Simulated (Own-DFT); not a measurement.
Simulation results for Si12O23 (quartz with two neutral oxygen vacancies, strained, atoms displaced)

A calculation, not a measurement: plane-wave PBE and HSE06 DFT by an unreviewed code, no spin, of a simulated cell at Gamma alone, so results move with cell size and shape, stress positive in tension, energies less offsets, not probed for a lower state with spin; oxygen file: force components 24 meV/angstrom off all-electron in a glass; k mesh not checked against a denser one; forces and stress are PBE's, HSE06 gives the energy alone, and its difference from PBE has offsets of its own; offsets are fitted by least squares, one for each functional and potential file, so energies compare only between cells with the same atoms and settings and are not formation energies; the far tail of each file's local potential was reset to the Coulomb form; each entry is a single point on an unrelaxed cell, so the pressure reflects the starting lattice, mostly measured values (interpolated for alloys), from which strain is counted, and rises with the displacements; printed positions are rounded, which can move forces by about a meV/angstrom; the program, named Own-DFT, is a retired in-house code; no spin-orbit coupling. Program: Own-DFT development build.

Settings shared by all entries: first functional PBE; second functional HSE06; exact exchange share 0.25; screening 0.11 1/bohr; exchange divergence Gygi-Baldereschi; potential files PseudoDojo norm-conserving, scalar-relativistic, made for PBE, standard set; wave cutoff 48 hartree; occupations fixed; k mesh 1 x 1 x 1 centred on Gamma.

```json
{"entry": 1, "formula": "Si12O23", "kind": "quartz with two neutral oxygen vacancies, strained, atoms displaced", "structure": {"cell_angstrom": [[9.8258, -0.0928, 0.0526], [-4.9933, 8.6267, -0.0277], [0.0579, -0.0017, 10.8529]], "atoms_fractional": [["Si", 0.23986, 0.9985, 0.99561], ["Si", 0.00349, 0.23686, 0.33319], ["Si", 0.26282, 0.2661, 0.16397], ["O", 0.20394, 0.12906, 0.05721], ["O", 0.42802, 0.29241, 0.2305], ["O", 0.36753, 0.07203, 0.39058], ["O", 0.07958, 0.37038, 0.44606], ["O", 0.12929, 0.20289, 0.27491], ["O", 0.29002, 0.42583, 0.11121], ["Si", 0.2305, 0.99794, 0.49861], ["Si", 0.9953, 0.23494, 0.83361], ["Si", 0.26476, 0.26165, 0.66246], ["O", 0.43166, 0.29474, 0.72889], ["O", 0.36418, 0.07112, 0.89012], ["O", 0.07215, 0.37003, 0.94201], ["O", 0.1321, 0.20243, 0.7728], ["Si", 0.23333, 0.50267, 0.9971], ["Si", 0.99743, 0.72774, 0.33456], ["Si", 0.26323, 0.7651, 0.16206], ["O", 0.20121, 0.63031, 0.06191], ["O", 0.42504, 0.7941, 0.2291], ["O", 0.36468, 0.57333, 0.39033], ["O", 0.07678, 0.86927, 0.43896], ["O", 0.12937, 0.7083, 0.27403], ["O", 0.29709, 0.92651, 0.1081], ["Si", 0.23921, 0.50194, 0.50312], ["Si", 0.99961, 0.7348, 0.83818], ["Si", 0.26854, 0.77185, 0.66824], ["O", 0.19844, 0.62966, 0.55865], ["O", 0.42315, 0.79197, 0.72482], ["O", 0.36429, 0.56853, 0.89126], ["O", 0.07153, 0.86649, 0.94094], ["O", 0.1395, 0.70696, 0.77714], ["O", 0.29037, 0.92495, 0.60553], ["Si", 0.73963, 0.00276, 0.99658], ["Si", 0.50739, 0.23895, 0.33047], ["Si", 0.76426, 0.26341, 0.16209], ["O", 0.70992, 0.13684, 0.05719], ["O", 0.92269, 0.29333, 0.22142], ["O", 0.86696, 0.07089, 0.39664], ["O", 0.57249, 0.37109, 0.43813], ["O", 0.63617, 0.2092, 0.27183], ["O", 0.79641, 0.42476, 0.10725], ["Si", 0.74335, 0.00185, 0.50011], ["Si", 0.49703, 0.23654, 0.83276], ["Si", 0.76099, 0.26299, 0.67491], ["O", 0.71072, 0.13976, 0.56012], ["O", 0.93055, 0.2923, 0.72037], ["O", 0.86565, 0.07593, 0.8904], ["O", 0.57283, 0.36458, 0.94196], ["O", 0.63652, 0.20958, 0.77551], ["O", 0.7901, 0.42255, 0.60803], ["Si", 0.73208, 0.4984, 0.99895], ["Si", 0.50166, 0.73498, 0.32865], ["Si", 0.76933, 0.76693, 0.16744], ["O", 0.70374, 0.63183, 0.05847], ["O", 0.92455, 0.79003, 0.2257], ["O", 0.86524, 0.57087, 0.39284], ["O", 0.56713, 0.86547, 0.44494], ["O", 0.63336, 0.7044, 0.27307], ["O", 0.79144, 0.9292, 0.10319], ["Si", 0.73755, 0.50011, 0.49472], ["Si", 0.4996, 0.73778, 0.83622], ["Si", 0.77037, 0.76772, 0.66889], ["O", 0.71137, 0.63457, 0.55859], ["O", 0.92993, 0.79597, 0.72759], ["O", 0.86278, 0.57557, 0.89957], ["O", 0.56718, 0.86691, 0.94114], ["O", 0.63263, 0.70805, 0.77581], ["O", 0.7975, 0.92659, 0.60678]]}, "results": {"PBE_energy_of_cell_above_offsets [eV]": "-21.452", "HSE06_less_PBE_above_offsets [eV]": "0.406", "PBE_pressure [GPa]": 4.43, "PBE_stress_xx [GPa]": -6.43, "PBE_stress_yy [GPa]": -2.77, "PBE_stress_zz [GPa]": -4.09, "PBE_stress_yz [GPa]": 1.79, "PBE_stress_xz [GPa]": 2.86, "PBE_stress_xy [GPa]": -4.02, "force_element": ["Si", "Si", "Si", "O", "O", "O", "O", "O", "O", "Si", "Si", "Si", "O", "O", "O", "O", "Si", "Si", "Si", "O", "O", "O", "O", "O", "O", "Si", "Si", "Si", "O", "O", "O", "O", "O", "O", "Si", "Si", "Si", "O", "O", "O", "O", "O", "O", "Si", "Si", "Si", "O", "O", "O", "O", "O", "O", "Si", "Si", "Si", "O", "O", "O", "O", "O", "O", "Si", "Si", "Si", "O", "O", "O", "O", "O", "O"], "force_x [eV/angstrom]": [-1.77, -2.738, 1.858, 0.331, -2.082, 0.212, -1.612, 1.587, -0.967, 1.295, 2.014, -0.012, -1.594, 1.411, -0.968, -0.892, 0.926, -1.536, 0.589, 0.067, -0.659, 0.569, -2.217, 2.624, -0.795, 1.374, 0.731, -0.958, 0.171, 2.757, 0.534, 0.109, -2.12, 0.118, -2.541, -1.861, -0.508, 0.192, 3.327, 2.251, -0.128, 0.874, -1.341, -4.575, 1.672, 2.482, 0.883, 0.253, 0.334, -0.873, -2.833, -0.539, -0.204, -1.115, -1.824, -0.155, 1.844, 1.388, 1.191, 0.681, 1.214, -1.266, -0.552, -1.157, 0.036, 1.418, 1.981, 0.428, 0.45, 0.218], "force_y [eV/angstrom]": [-0.35, 1.108, -1.413, 0.421, 0.401, 0.581, -2.887, -0.158, 1.415, 4.04, 2.113, -0.041, 0.732, 0.632, -1.681, 0.178, -0.724, 3.016, -0.214, -0.388, 0.115, 0.045, -2.986, -0.332, 1.252, -0.014, -0.331, -2.17, 1.101, 0.222, 0.907, 0.409, -0.148, 0.565, -0.779, -1.23, 0.546, -1.634, -0.278, 2.165, -0.495, -0.559, 1.529, -1.117, -0.338, 1.575, -1.476, 0.116, -0.946, -0.981, -1.36, 0.661, -0.589, 0.853, -0.205, 0.553, 0.186, 0.004, 0.041, 0.093, -1.281, -1.36, -0.719, -1.116, 0.439, -0.159, 1.026, 1.109, 0.148, 0.162], "force_z [eV/angstrom]": [3.021, 0.889, 0.951, 0.406, -2.034, -0.055, -2.302, -1.085, -1.579, 2.039, -1.456, -2.663, -1.489, -1.481, -1.102, 0.842, 2.262, -0.064, 2.685, -0.847, -1.21, -0.359, -1.63, -1.667, -1.512, 1.945, -2.101, -2.264, 1.135, 1.579, -0.538, 0.761, 1.441, 0.068, 1.419, 1.956, 0.605, -1.534, 2.422, -3.054, -0.314, -0.137, -1.404, 2.589, 0.944, -5.262, -0.263, 1.083, -0.516, -0.317, 3.507, -0.568, 3.656, 2.737, -2.008, 0.636, 1.166, -1.566, -0.731, -0.341, 1.154, 4.53, -1.704, -1.3, 0.497, 1.098, -2.468, 0.804, -0.243, 0.337]}}
{"entry": 2, "formula": "Si12O23", "kind": "quartz with two neutral oxygen vacancies, strained, atoms displaced", "structure": {"cell_angstrom": [[9.6809, -0.0641, 0.1297], [-4.896, 8.5163, 0.0372], [0.1427, 0.1296, 10.9634]], "atoms_fractional": [["Si", 0.23399, 0.00323, 0.00176], ["Si", 0.99482, 0.23812, 0.33174], ["Si", 0.26075, 0.26388, 0.16286], ["O", 0.20767, 0.13652, 0.06252], ["O", 0.42422, 0.29164, 0.22626], ["O", 0.36952, 0.07166, 0.39057], ["O", 0.07583, 0.36891, 0.43696], ["O", 0.13251, 0.20451, 0.27418], ["O", 0.30081, 0.43266, 0.11097], ["Si", 0.23329, 0.00154, 0.498], ["Si", 0.00227, 0.23632, 0.83368], ["Si", 0.26373, 0.26059, 0.67005], ["O", 0.20704, 0.13197, 0.56001], ["O", 0.4325, 0.29349, 0.72345], ["O", 0.37114, 0.07609, 0.88693], ["O", 0.07902, 0.36729, 0.94276], ["O", 0.12905, 0.20945, 0.7726], ["O", 0.29063, 0.42728, 0.60969], ["Si", 0.23605, 0.49642, 0.00793], ["Si", 0.99538, 0.73348, 0.33399], ["Si", 0.26376, 0.76105, 0.16905], ["O", 0.20387, 0.6304, 0.058], ["O", 0.42329, 0.78958, 0.224], ["O", 0.37137, 0.56788, 0.39076], ["O", 0.07293, 0.86752, 0.44154], ["O", 0.13246, 0.70652, 0.27301], ["O", 0.28413, 0.92244, 0.10648], ["Si", 0.23093, 0.49586, 0.50073], ["Si", 0.00281, 0.73179, 0.83588], ["Si", 0.26481, 0.7632, 0.66868], ["O", 0.20811, 0.63678, 0.56091], ["O", 0.42533, 0.79114, 0.72821], ["O", 0.36383, 0.57061, 0.88971], ["O", 0.06951, 0.86886, 0.93893], ["O", 0.29311, 0.93212, 0.60539], ["Si", 0.73524, 0.00109, 0.99831], ["Si", 0.49583, 0.23425, 0.33704], ["Si", 0.76324, 0.26451, 0.16584], ["O", 0.70284, 0.12701, 0.06141], ["O", 0.922, 0.2917, 0.22294], ["O", 0.86317, 0.07008, 0.39432], ["O", 0.56695, 0.37165, 0.44546], ["O", 0.63199, 0.21191, 0.27311], ["O", 0.79656, 0.42612, 0.11003], ["Si", 0.73757, 0.00097, 0.50464], ["Si", 0.50199, 0.23396, 0.8326], ["Si", 0.76948, 0.26344, 0.66813], ["O", 0.71041, 0.13646, 0.55893], ["O", 0.92325, 0.29054, 0.72697], ["O", 0.86708, 0.07284, 0.89105], ["O", 0.57454, 0.3625, 0.94132], ["O", 0.63466, 0.20825, 0.77303], ["O", 0.78929, 0.42637, 0.60597], ["Si", 0.73189, 0.49763, 0.00198], ["Si", 0.49685, 0.73413, 0.33723], ["Si", 0.77106, 0.76903, 0.16357], ["O", 0.70679, 0.63724, 0.05756], ["O", 0.92835, 0.79496, 0.22603], ["O", 0.86581, 0.57339, 0.39311], ["O", 0.57163, 0.86276, 0.44239], ["O", 0.63641, 0.7093, 0.27135], ["O", 0.79302, 0.92404, 0.10602], ["Si", 0.74073, 0.50835, 0.49886], ["Si", 0.50226, 0.74263, 0.83672], ["Si", 0.76273, 0.76386, 0.66359], ["O", 0.7054, 0.63254, 0.56091], ["O", 0.86703, 0.57297, 0.89031], ["O", 0.56769, 0.86291, 0.93711], ["O", 0.63105, 0.70586, 0.77204], ["O", 0.79268, 0.92732, 0.60478]]}, "results": {"PBE_energy_of_cell_above_offsets [eV]": "-20.738", "HSE06_less_PBE_above_offsets [eV]": "-0.020", "PBE_pressure [GPa]": 7.71, "PBE_stress_xx [GPa]": -9.04, "PBE_stress_yy [GPa]": -8.66, "PBE_stress_zz [GPa]": -5.44, "PBE_stress_yz [GPa]": 3.35, "PBE_stress_xz [GPa]": 3.35, "PBE_stress_xy [GPa]": -1.66, "force_element": ["Si", "Si", "Si", "O", "O", "O", "O", "O", "O", "Si", "Si", "Si", "O", "O", "O", "O", "O", "O", "Si", "Si", "Si", "O", "O", "O", "O", "O", "O", "Si", "Si", "Si", "O", "O", "O", "O", "O", "Si", "Si", "Si", "O", "O", "O", "O", "O", "O", "Si", "Si", "Si", "O", "O", "O", "O", "O", "O", "Si", "Si", "Si", "O", "O", "O", "O", "O", "O", "Si", "Si", "Si", "O", "O", "O", "O", "O"], "force_x [eV/angstrom]": [0.693, 1.2, 1.955, -0.366, 0.025, -0.774, -1.467, -1.42, 0.319, 0.966, -2.838, 1.438, -1.157, -0.684, -2.141, -1.056, 2.726, 0.111, 0.106, 1.0, -0.574, -0.576, 2.059, -1.35, -0.996, -1.038, 0.504, 1.396, 0.884, -3.053, 0.198, 0.16, -0.077, 0.202, 0.998, -0.185, -0.332, -0.709, -0.805, 2.031, 1.01, 0.45, 0.703, -1.207, -2.417, -0.569, -3.035, -0.387, 3.163, 0.082, -0.574, 1.467, 0.87, 0.581, 1.469, -0.648, 0.494, 1.126, 1.259, -0.111, -0.712, -1.085, -2.289, -0.07, 3.483, -0.902, -0.578, 0.772, -0.581, 0.867], "force_y [eV/angstrom]": [-1.126, -0.75, 1.029, -0.967, -0.023, -2.243, -1.105, -0.126, -0.055, -0.838, 2.223, 1.273, 1.515, 0.095, -3.645, -1.808, -1.31, -0.699, 1.471, 2.945, 0.232, 1.149, 0.329, -1.74, -1.522, -0.948, 0.046, 1.595, 3.084, 1.115, -1.012, 0.903, -0.096, 0.592, -1.219, -2.182, 4.148, -1.725, 1.321, 0.377, 1.21, -0.764, -0.641, 2.007, -0.983, 3.313, 0.965, 0.376, 0.74, -0.598, -0.382, -0.814, -0.37, 0.475, 1.595, -2.126, -0.599, 0.275, -0.436, 0.636, -0.147, 2.586, -4.016, -3.963, 0.07, 0.646, -2.77, 3.661, -0.241, -0.008], "force_z [eV/angstrom]": [-1.486, 0.189, 2.669, -1.733, -0.041, 0.894, -0.633, 0.486, 0.43, 0.688, 1.605, -2.387, 0.975, 0.113, 2.826, -0.778, -0.406, 0.027, -2.772, -0.25, -3.068, 1.323, 1.334, 1.367, -1.274, 1.564, 0.082, 0.716, -4.533, 0.912, -0.885, -0.33, 0.961, 0.682, 0.763, 0.823, -0.464, -0.811, 0.761, 0.896, -1.468, -1.103, 0.369, -1.827, -1.533, -0.724, -2.733, 0.529, 1.525, -0.112, -0.07, 0.071, 0.238, 0.479, -1.854, 0.524, -0.106, 0.24, -1.574, 0.559, 0.703, -1.864, 2.314, -2.46, 2.073, -0.452, 1.656, 3.432, 0.729, 1.208]}}
{"entry": 3, "formula": "Si12O23", "kind": "quartz with two neutral oxygen vacancies, strained, atoms displaced", "structure": {"cell_angstrom": [[9.8839, 0.1217, -0.1757], [-4.8366, 8.3835, 0.1447], [-0.1933, 0.0722, 10.9014]], "atoms_fractional": [["Si", 0.23198, 0.00153, 0.00204], ["Si", 0.00103, 0.23725, 0.33137], ["Si", 0.25791, 0.26328, 0.17093], ["O", 0.20226, 0.12805, 0.06376], ["O", 0.42636, 0.2947, 0.22517], ["O", 0.36615, 0.07086, 0.39473], ["O", 0.07368, 0.36962, 0.4389], ["O", 0.13745, 0.20858, 0.27576], ["O", 0.29428, 0.42616, 0.10809], ["Si", 0.23538, 0.99994, 0.50212], ["Si", 0.99877, 0.23291, 0.83287], ["Si", 0.26304, 0.2594, 0.66657], ["O", 0.20359, 0.13454, 0.55992], ["O", 0.42815, 0.2971, 0.7242], ["O", 0.36846, 0.07333, 0.89093], ["O", 0.0738, 0.36755, 0.9398], ["O", 0.13227, 0.20631, 0.77649], ["O", 0.29293, 0.42668, 0.60656], ["Si", 0.23147, 0.49583, 0.99795], ["Si", 0.99674, 0.73346, 0.33382], ["Si", 0.26311, 0.76417, 0.16862], ["O", 0.21063, 0.63432, 0.05986], ["O", 0.42861, 0.79217, 0.22229], ["O", 0.37196, 0.57956, 0.39334], ["O", 0.07766, 0.86674, 0.4404], ["O", 0.13477, 0.70287, 0.278], ["O", 0.29418, 0.92852, 0.11044], ["Si", 0.23609, 0.50739, 0.49831], ["Si", 0.00158, 0.73321, 0.83729], ["Si", 0.26387, 0.76404, 0.66876], ["O", 0.20753, 0.63795, 0.55855], ["O", 0.42905, 0.79998, 0.72762], ["O", 0.36588, 0.57369, 0.88979], ["O", 0.07861, 0.86507, 0.93891], ["O", 0.13725, 0.70988, 0.77498], ["O", 0.29232, 0.92099, 0.60389], ["Si", 0.73282, 0.99917, 0.00124], ["Si", 0.50114, 0.23421, 0.33555], ["Si", 0.76398, 0.26584, 0.16543], ["O", 0.70595, 0.13417, 0.06173], ["O", 0.9258, 0.28605, 0.22442], ["O", 0.86639, 0.06974, 0.39489], ["O", 0.58164, 0.36791, 0.44107], ["O", 0.6299, 0.21017, 0.27348], ["O", 0.79751, 0.43717, 0.10746], ["Si", 0.72359, 0.99599, 0.50588], ["Si", 0.49622, 0.23552, 0.83362], ["Si", 0.75845, 0.2612, 0.665], ["O", 0.70732, 0.13251, 0.56096], ["O", 0.86692, 0.07328, 0.89178], ["O", 0.57055, 0.36347, 0.93732], ["O", 0.79333, 0.42826, 0.59991], ["Si", 0.7397, 0.496, 0.99664], ["Si", 0.50062, 0.73785, 0.33211], ["Si", 0.76841, 0.76974, 0.16632], ["O", 0.70809, 0.63622, 0.0656], ["O", 0.92918, 0.79069, 0.22711], ["O", 0.86597, 0.57385, 0.39297], ["O", 0.56899, 0.86675, 0.43698], ["O", 0.63538, 0.70943, 0.27161], ["O", 0.79404, 0.92831, 0.11071], ["Si", 0.73662, 0.49773, 0.49939], ["Si", 0.50068, 0.74093, 0.83671], ["Si", 0.76351, 0.76039, 0.66941], ["O", 0.707, 0.62905, 0.55385], ["O", 0.93048, 0.79467, 0.72831], ["O", 0.86534, 0.57013, 0.89006], ["O", 0.56628, 0.86373, 0.94], ["O", 0.63125, 0.70631, 0.77631], ["O", 0.79534, 0.92801, 0.60199]]}, "results": {"PBE_energy_of_cell_above_offsets [eV]": "-20.587", "HSE06_less_PBE_above_offsets [eV]": "0.176", "PBE_pressure [GPa]": 6.29, "PBE_stress_xx [GPa]": -3.65, "PBE_stress_yy [GPa]": -9.01, "PBE_stress_zz [GPa]": -6.2, "PBE_stress_yz [GPa]": 0.84, "PBE_stress_xz [GPa]": -6.69, "PBE_stress_xy [GPa]": 3.59, "force_element": ["Si", "Si", "Si", "O", "O", "O", "O", "O", "O", "Si", "Si", "Si", "O", "O", "O", "O", "O", "O", "Si", "Si", "Si", "O", "O", "O", "O", "O", "O", "Si", "Si", "Si", "O", "O", "O", "O", "O", "O", "Si", "Si", "Si", "O", "O", "O", "O", "O", "O", "Si", "Si", "Si", "O", "O", "O", "O", "Si", "Si", "Si", "O", "O", "O", "O", "O", "O", "Si", "Si", "Si", "O", "O", "O", "O", "O", "O"], "force_x [eV/angstrom]": [2.343, 1.296, 2.62, -1.341, -0.219, -0.123, 0.084, -1.517, -0.436, -0.531, -1.954, -1.622, 0.341, -0.647, -1.642, -1.083, 1.319, -0.243, 1.613, 3.082, 0.021, -0.607, -0.862, -1.112, -0.632, -0.161, -0.243, 1.275, 1.148, 0.369, -0.519, -0.214, -0.758, -0.655, -0.315, 0.073, 0.091, -1.484, -0.758, -0.33, -2.162, -0.873, -1.657, 2.776, 2.459, 2.391, 3.319, 0.17, -1.693, -1.244, 0.9, 3.632, -4.516, 2.194, 0.24, 1.122, -1.658, -0.023, -0.262, -0.131, -0.726, -1.045, 0.761, -0.579, -1.478, -1.065, 0.062, 1.069, 0.795, 1.558], "force_y [eV/angstrom]": [0.137, -2.325, -0.556, 1.36, -0.191, 0.179, 0.322, -0.621, 0.82, 0.789, 1.418, 1.434, -1.26, 0.35, -1.823, -1.255, -0.204, 0.279, 2.639, -0.046, -1.401, 0.045, 0.642, -1.711, -0.426, 0.156, 0.85, -1.046, -0.133, -1.305, 0.153, 0.333, -0.815, 0.129, -0.509, 1.81, 0.307, 0.495, 0.086, -0.238, 1.137, 0.516, -2.068, -0.024, -2.211, 0.323, -0.623, 0.609, 0.709, -2.007, 2.194, -1.844, 2.507, -0.47, -3.086, -2.042, 1.295, -0.748, 0.941, 0.226, 2.812, 2.626, -3.018, -0.463, 2.72, 0.081, -0.527, 3.172, 0.353, -1.959], "force_z [eV/angstrom]": [-1.278, 3.372, -0.782, 0.51, 0.296, 0.445, -0.294, 1.37, -0.548, -1.81, -2.089, 0.903, -0.831, -0.635, 1.802, -0.619, -0.8, -0.069, -0.175, 1.644, 0.689, -0.101, -0.845, 1.163, -0.345, -0.345, -0.364, -0.832, -1.349, 0.681, 0.303, -0.637, 1.001, 0.641, 0.416, 0.56, -1.517, 0.183, 1.836, -0.783, -2.324, 0.563, -1.238, -1.699, 2.596, -4.786, -2.165, 4.547, -0.379, 1.896, 1.943, 3.856, -1.169, -0.74, 2.487, -2.559, -2.09, 0.18, 1.033, 0.35, -1.28, -3.558, -1.911, -1.1, 2.472, -0.649, 0.227, 2.742, -0.652, 2.641]}}
{"entry": 4, "formula": "Si12O23", "kind": "quartz with two neutral oxygen vacancies, strained, atoms displaced", "structure": {"cell_angstrom": [[9.8633, -0.1318, 0.062], [-5.0458, 8.6468, -0.0548], [0.0682, -0.0302, 10.636]], "atoms_fractional": [["Si", 0.22868, 0.99774, 0.00142], ["Si", 0.99958, 0.23847, 0.33215], ["Si", 0.26743, 0.26695, 0.16517], ["O", 0.20039, 0.1266, 0.06306], ["O", 0.42345, 0.28628, 0.22765], ["O", 0.36755, 0.07086, 0.39721], ["O", 0.07508, 0.36596, 0.4391], ["O", 0.13021, 0.20517, 0.27297], ["O", 0.29203, 0.42418, 0.10675], ["Si", 0.23793, 0.00189, 0.49926], ["Si", 0.00122, 0.245, 0.83086], ["Si", 0.26304, 0.26549, 0.67027], ["O", 0.2075, 0.13157, 0.5604], ["O", 0.42935, 0.29457, 0.72567], ["O", 0.37111, 0.07864, 0.89209], ["O", 0.06973, 0.36191, 0.93825], ["O", 0.13126, 0.20275, 0.77174], ["O", 0.29209, 0.4261, 0.60327], ["Si", 0.23327, 0.4943, 0.99933], ["Si", 0.00555, 0.7339, 0.33557], ["Si", 0.26166, 0.76336, 0.1707], ["O", 0.20212, 0.63517, 0.05887], ["O", 0.42331, 0.78911, 0.22873], ["O", 0.35801, 0.5732, 0.39025], ["O", 0.07176, 0.86723, 0.43994], ["O", 0.13042, 0.70643, 0.26796], ["O", 0.28865, 0.9292, 0.11113], ["Si", 0.22902, 0.49875, 0.50361], ["Si", 0.00232, 0.7321, 0.83699], ["Si", 0.25739, 0.7612, 0.66885], ["O", 0.20436, 0.62847, 0.55988], ["O", 0.42793, 0.79605, 0.72993], ["O", 0.36652, 0.57276, 0.89131], ["O", 0.06893, 0.86717, 0.94117], ["O", 0.13101, 0.70358, 0.77172], ["O", 0.28933, 0.92325, 0.61045], ["Si", 0.72899, 0.99448, 0.99678], ["Si", 0.49876, 0.23771, 0.33357], ["Si", 0.75793, 0.26017, 0.1708], ["O", 0.70216, 0.13516, 0.05939], ["O", 0.92271, 0.29088, 0.22409], ["O", 0.86875, 0.07801, 0.39088], ["O", 0.5721, 0.36648, 0.43931], ["O", 0.63214, 0.20615, 0.27674], ["O", 0.78642, 0.42364, 0.1052], ["Si", 0.73504, 0.99658, 0.4988], ["Si", 0.49931, 0.23427, 0.83422], ["Si", 0.7669, 0.26233, 0.67144], ["O", 0.70433, 0.13133, 0.55893], ["O", 0.92875, 0.29532, 0.72439], ["O", 0.57896, 0.36722, 0.93943], ["O", 0.63559, 0.20323, 0.77684], ["O", 0.79849, 0.42518, 0.60523], ["Si", 0.72861, 0.49726, 0.00021], ["Si", 0.5001, 0.73528, 0.33732], ["Si", 0.76189, 0.77213, 0.16875], ["O", 0.70899, 0.63451, 0.05711], ["O", 0.92769, 0.79385, 0.22498], ["O", 0.86605, 0.57665, 0.39426], ["O", 0.57749, 0.87142, 0.43713], ["O", 0.6353, 0.70505, 0.26666], ["O", 0.79061, 0.92774, 0.10799], ["Si", 0.73602, 0.50038, 0.49817], ["Si", 0.49281, 0.72832, 0.83513], ["Si", 0.75557, 0.75673, 0.66514], ["O", 0.70705, 0.6281, 0.55868], ["O", 0.93106, 0.78858, 0.7266], ["O", 0.86466, 0.57161, 0.89183], ["O", 0.63906, 0.71223, 0.77795], ["O", 0.79473, 0.92935, 0.6093]]}, "results": {"PBE_energy_of_cell_above_offsets [eV]": "-19.893", "HSE06_less_PBE_above_offsets [eV]": "-0.094", "PBE_pressure [GPa]": 8.78, "PBE_stress_xx [GPa]": -7.71, "PBE_stress_yy [GPa]": -7.32, "PBE_stress_zz [GPa]": -11.31, "PBE_stress_yz [GPa]": -0.32, "PBE_stress_xz [GPa]": 3.94, "PBE_stress_xy [GPa]": -4.05, "force_element": ["Si", "Si", "Si", "O", "O", "O", "O", "O", "O", "Si", "Si", "Si", "O", "O", "O", "O", "O", "O", "Si", "Si", "Si", "O", "O", "O", "O", "O", "O", "Si", "Si", "Si", "O", "O", "O", "O", "O", "O", "Si", "Si", "Si", "O", "O", "O", "O", "O", "O", "Si", "Si", "Si", "O", "O", "O", "O", "O", "Si", "Si", "Si", "O", "O", "O", "O", "O", "O", "Si", "Si", "Si", "O", "O", "O", "O", "O"], "force_x [eV/angstrom]": [1.986, 0.145, -0.733, -0.564, -0.57, 1.915, -1.222, 0.521, 0.091, -1.535, 0.049, 2.116, -0.319, -0.179, -1.731, 0.462, -2.21, 0.84, -1.811, -3.731, 2.183, 1.458, 0.412, 0.807, 0.336, -0.999, 0.801, 1.702, -2.27, 3.02, -1.452, -0.934, -0.717, -0.201, -0.837, -0.062, -0.483, 0.879, 0.774, 0.336, 0.738, -0.27, -0.409, -1.534, 0.808, 0.74, 1.295, -1.7, 0.495, 0.905, -2.7, -1.284, -0.488, 2.515, 0.305, 6.089, -0.962, 0.245, 1.264, -1.194, -5.373, -0.294, 0.932, 2.309, 3.862, -1.441, -2.037, 0.335, -1.846, 0.422], "force_y [eV/angstrom]": [0.541, -0.428, -1.605, 1.101, 0.899, 1.586, -0.023, 0.363, 0.744, -1.567, -6.604, 0.531, 0.617, 0.331, -3.012, 3.442, -0.237, -0.714, 1.904, 1.268, 2.373, -1.885, 0.401, 0.169, 0.393, -1.779, -0.908, -0.591, 0.072, 1.828, 1.695, -0.267, -3.341, -0.336, -1.403, 0.143, 1.094, -2.065, 2.299, -1.876, 0.534, -1.319, 0.724, -0.771, -0.961, 2.916, 1.44, 0.599, -0.395, 1.278, -2.24, -0.178, -0.124, 2.682, -1.144, -0.529, 1.068, -0.175, -0.129, -1.272, -1.854, 1.207, -2.257, 5.473, 3.211, 0.552, -0.064, -0.678, -1.236, -1.512], "force_z [eV/angstrom]": [0.058, -1.211, 0.707, -0.13, -1.17, -2.485, 0.504, -0.271, -0.357, 2.787, -0.104, -2.992, 0.285, -0.056, 1.845, 3.116, 2.215, 1.421, 1.505, -1.62, -3.766, -1.211, -0.039, -0.016, 0.659, 2.777, 0.321, -1.048, -1.026, -2.168, 1.038, -0.782, 0.909, 0.015, 2.485, -0.458, -2.686, 0.63, -2.883, -0.909, 0.311, 0.369, 0.819, 1.906, 1.372, 1.816, -1.585, -3.205, 0.07, -0.855, -1.138, 1.08, -0.168, 1.548, -2.29, -4.024, 0.68, 0.618, -1.309, -0.014, 5.343, -0.203, 2.092, 0.284, 0.126, 0.023, -1.203, 0.155, 1.363, 0.126]}}
```
